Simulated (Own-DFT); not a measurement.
# Point defects and the pressure they add: C11b WSi2

No measurement is shown. These are fixed-geometry runs of a retired plane-wave code named Own-DFT, which no person has reviewed; spin and spin-orbit coupling are neglected.

Settings: PBE; PseudoDojo norm-conserving scalar-relativistic files; cutoff 50 hartree; 5 x 5 x 5 k mesh centred on Gamma; cold (Marzari-Vanderbilt) smearing of 0.2 eV.

Known weak points: forces on such cells failed a check on a denser k mesh; stress not checked against mesh or cutoff.

All runs share one cell, with vectors in Å (-2.148, -5.953, 3.409); (-6.444, 2.976, 1.136); (-2.553, -2.948, -6.757) and a volume of 403.2 Å³. The atoms are randomly displaced, by u rms on each axis. The defect's site can differ from row to row.

| cell | formula | u (Å) | P (GPa) |
|---|---|---|---|
| no defect | Si20W10 | 0.0196 | 4.44 |
| no defect | Si20W10 | 0.0199 | 4.52 |
| no defect | Si20W10 | 0.0490 | 5.99 |
| one Si vacancy | Si19W10 | 0.0273 | 2.97 |
| one Si vacancy | Si19W10 | 0.0347 | 3.70 |
| one Si vacancy | Si19W10 | 0.0458 | 3.51 |
| one Si vacancy | Si19W10 | 0.0521 | ? |
| one Si on a W site | Si21W9 | 0.0270 | 6.02 |
| one Si on a W site | Si21W9 | 0.0464 | 7.43 |
| one Si on a W site | Si21W9 | 0.0496 | 6.95 |
| one W on a Si site | Si19W11 | 0.0298 | 9.63 |
| one W on a Si site | Si19W11 | 0.0456 | 10.74 |
| one W on a Si site | Si19W11 | 0.0552 | 12.36 |
| one W vacancy | Si20W9 | 0.0338 | 3.34 |
| one W vacancy | Si20W9 | 0.0494 | 3.98 |
| one W vacancy | Si20W9 | 0.0556 | 4.92 |

## Working it out

P = P0 + c u² + a shift for each defect gives P0 = 4.11 GPa, c = 819 ± 126 GPa/Å² and a scatter of 0.39 GPa. The shifts, and each times the cell's volume:

- one W on a Si site: 5.15 ± 0.34 GPa, 13.0 eV
- one Si on a W site: 1.23 ± 0.33 GPa, 3.1 eV
- one Si vacancy: -1.82 ± 0.32 GPa, -4.6 eV
- one W vacancy: -1.85 ± 0.35 GPa, -4.7 eV

A positive shift means that the defect pushes the cell outwards. Shift times volume (160.2 GPa Å³ is 1 eV) depends little on the cell's size, so, taken for each site, it can be compared between cells at like pressure. The atoms around the defects weren't relaxed, which would change these numbers.

## The run left out

Asked: what pressure belongs in the blank (one Si vacancy, u = 0.0521 Å)?

From the fit: 4.51 ± 0.49 GPa. The calculation gave 4.69 GPa.
